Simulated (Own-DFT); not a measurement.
Simulation results for Si₇Ge (layered order of Si and Ge on the diamond lattice, atoms displaced)

Computed with Own-DFT development build. A calculation, not a measurement: plane-wave PBEsol density functional theory by an unreviewed code, no spin, of a simulated periodic cell, stress positive in tension, free energy of the whole cell less one offset for each atom, forces on such cells passed a denser k mesh, this cell's mesh not checked; offsets are fitted by least squares, one for each functional and potential file, so energies compare only between cells with the same atoms and settings and are not formation energies; the far tail of each file's local potential was reset to the Coulomb form; each entry is a single point on an unrelaxed cell, so the pressure reflects the starting lattice, mostly measured values, from which strain is counted, and rises with the displacements; printed positions are rounded, which can move forces by about a meV/angstrom; the program is a retired in-house code; no spin-orbit coupling.

Entry: Si₇Ge (layered order of Si and Ge on the diamond lattice, atoms displaced)

```
Si7Ge
1.0
     10.9187     0.0000     0.0000
      0.0000    10.9187     0.0000
      0.0000     0.0000    10.9187
Ge Si Ge Si Ge Si Ge Si Ge Si Ge Si Ge Si Ge Si
1 2 1 12 1 2 1 12 1 2 1 12 1 2 1 12
Direct
  0.99535 0.99977 0.00495
  0.99820 0.24433 0.24927
  0.25308 0.99786 0.23505
  0.24566 0.24821 0.00185
  0.13463 0.12718 0.12451
  0.12620 0.37889 0.38032
  0.37583 0.12977 0.37248
  0.37750 0.37274 0.11769
  0.00015 0.00180 0.49702
  0.99399 0.25164 0.75077
  0.25177 0.00898 0.74665
  0.25262 0.25726 0.49775
  0.11631 0.12836 0.62416
  0.12824 0.37799 0.87814
  0.37190 0.12538 0.86824
  0.37049 0.37656 0.62231
  0.99531 0.51247 0.99380
  0.99282 0.74308 0.24233
  0.24323 0.50404 0.25479
  0.26010 0.75478 0.99611
  0.13112 0.62183 0.12088
  0.13178 0.86804 0.37334
  0.37018 0.62204 0.37851
  0.37866 0.87283 0.12257
  0.99939 0.49729 0.49745
  0.00758 0.75035 0.75284
  0.24636 0.49675 0.74990
  0.24162 0.75158 0.49285
  0.11904 0.61963 0.62690
  0.12813 0.86780 0.87583
  0.37635 0.61157 0.88304
  0.37178 0.87368 0.62895
  0.50581 0.98957 0.00602
  0.49242 0.25373 0.25857
  0.75515 0.00027 0.24549
  0.76463 0.24657 0.00009
  0.62393 0.12676 0.12349
  0.62237 0.37209 0.37995
  0.87048 0.11354 0.37660
  0.87892 0.38465 0.12456
  0.49504 0.00962 0.49609
  0.49629 0.25238 0.75199
  0.74724 0.99984 0.74738
  0.73248 0.25759 0.50882
  0.62093 0.12469 0.62820
  0.61892 0.38244 0.87292
  0.87837 0.12142 0.87176
  0.87237 0.37843 0.62509
  0.49763 0.49365 0.99900
  0.50522 0.74569 0.25004
  0.75167 0.49486 0.25052
  0.75157 0.75060 0.99874
  0.63828 0.63316 0.12488
  0.62150 0.88200 0.37510
  0.87845 0.62746 0.37657
  0.86706 0.87647 0.11888
  0.49649 0.49684 0.51459
  0.50642 0.74817 0.74779
  0.74640 0.49594 0.74840
  0.74637 0.75605 0.49511
  0.63625 0.63075 0.61103
  0.62595 0.87782 0.86501
  0.86981 0.62448 0.87106
  0.87535 0.87883 0.62607
```

* functional: PBEsol
* potential files: PseudoDojo norm-conserving, scalar-relativistic, made for PBE, standard set
* wave cutoff: 42 hartree
* occupations: Fermi-Dirac
* smearing width: 0.1 eV
* hardware: one NVIDIA H100
* k mesh: 3 x 3 x 3 centred on Gamma
* free energy of cell above offsets: -2.480 eV
* pressure: 1.25 GPa
* stress xx: -1.18 GPa
* stress yy: -1.24 GPa
* stress zz: -1.32 GPa
* stress yz: 0.72 GPa
* stress xz: 0.04 GPa
* stress xy: -0.22 GPa
* wall time: 315.4 s

Force:
| element | x (eV/Å) | y (eV/Å) | z (eV/Å) |
| --- | --- | --- | --- |
| Ge | 1.333 | -0.07 | -0.584 |
| Si | 0.232 | 0.548 | 0.487 |
| Si | 0.241 | -0.124 | 1.942 |
| Ge | 1.091 | 0.415 | -1.078 |
| Si | -2.025 | -0.501 | 0.568 |
| Si | -0.524 | -0.869 | -1.036 |
| Si | -1.405 | -0.682 | -0.102 |
| Si | -0.993 | -0.038 | 2.059 |
| Si | 0.511 | -0.873 | 0.045 |
| Si | 0.673 | 0.41 | 0.059 |
| Si | -1.146 | -1.173 | -0.152 |
| Si | -0.69 | -1.082 | 0.148 |
| Si | 0.85 | 0.388 | -0.236 |
| Si | -1.271 | -0.316 | -0.489 |
| Si | 0.754 | -0.045 | 1.33 |
| Si | 0.079 | -0.589 | 1.342 |
| Ge | 0.964 | -1.024 | 0.418 |
| Si | 1.036 | 0.832 | -0.062 |
| Si | 0.931 | -0.812 | -0.796 |
| Ge | -0.514 | -1.175 | 0.246 |
| Si | -0.493 | 1.056 | 0.183 |
| Si | -1.889 | 1.551 | -1.738 |
| Si | 0.862 | 0.163 | 0.025 |
| Si | 0.493 | -0.613 | 1.046 |
| Si | -0.413 | 0.412 | 0.586 |
| Si | -1.38 | -0.271 | -0.483 |
| Si | 0.425 | 0.384 | 0.003 |
| Si | 1.369 | -1.161 | 2.011 |
| Si | 0.506 | 0.459 | -0.496 |
| Si | 0.066 | 1.768 | -0.258 |
| Si | -0.295 | 1.538 | -2.052 |
| Si | 0.148 | 0.138 | -0.841 |
| Ge | -0.182 | 1.361 | -1.404 |
| Si | 1.142 | 0.135 | -1.551 |
| Si | -1.416 | -0.149 | 0.11 |
| Ge | -1.534 | 0.911 | -0.076 |
| Si | 0.27 | 0.469 | 0.861 |
| Si | -0.814 | 1.215 | -0.601 |
| Si | -0.16 | 1.942 | 0.232 |
| Si | 0.462 | -1.08 | 0.246 |
| Si | 0.115 | -1.07 | 0.855 |
| Si | 0.034 | 0.134 | -0.319 |
| Si | 0.613 | 0.524 | -0.069 |
| Si | 2.076 | -1.244 | -0.238 |
| Si | -0.488 | 0.144 | 0.108 |
| Si | 1.144 | -1.706 | -0.209 |
| Si | -0.251 | -0.237 | -0.508 |
| Si | -0.067 | -0.521 | -0.2 |
| Ge | 1.427 | 1.083 | 1.329 |
| Si | -0.593 | 0.231 | 0.423 |
| Si | -0.247 | 0.729 | 0.675 |
| Ge | -0.171 | 0.575 | -1.537 |
| Si | -1.516 | -1.712 | 0.682 |
| Si | 0.07 | 0.053 | -0.536 |
| Si | -0.801 | -0.405 | -0.178 |
| Si | 0.909 | -0.408 | 1.181 |
| Si | 0.721 | 1.002 | -1.764 |
| Si | -0.648 | -0.781 | -0.141 |
| Si | -0.022 | 1.075 | -0.364 |
| Si | 1.326 | 0.668 | -0.526 |
| Si | -1.235 | -0.98 | 1.788 |
| Si | -0.064 | -0.658 | 0.786 |
| Si | 0.033 | 0.639 | -0.998 |
| Si | 0.338 | -0.581 | -0.153 |
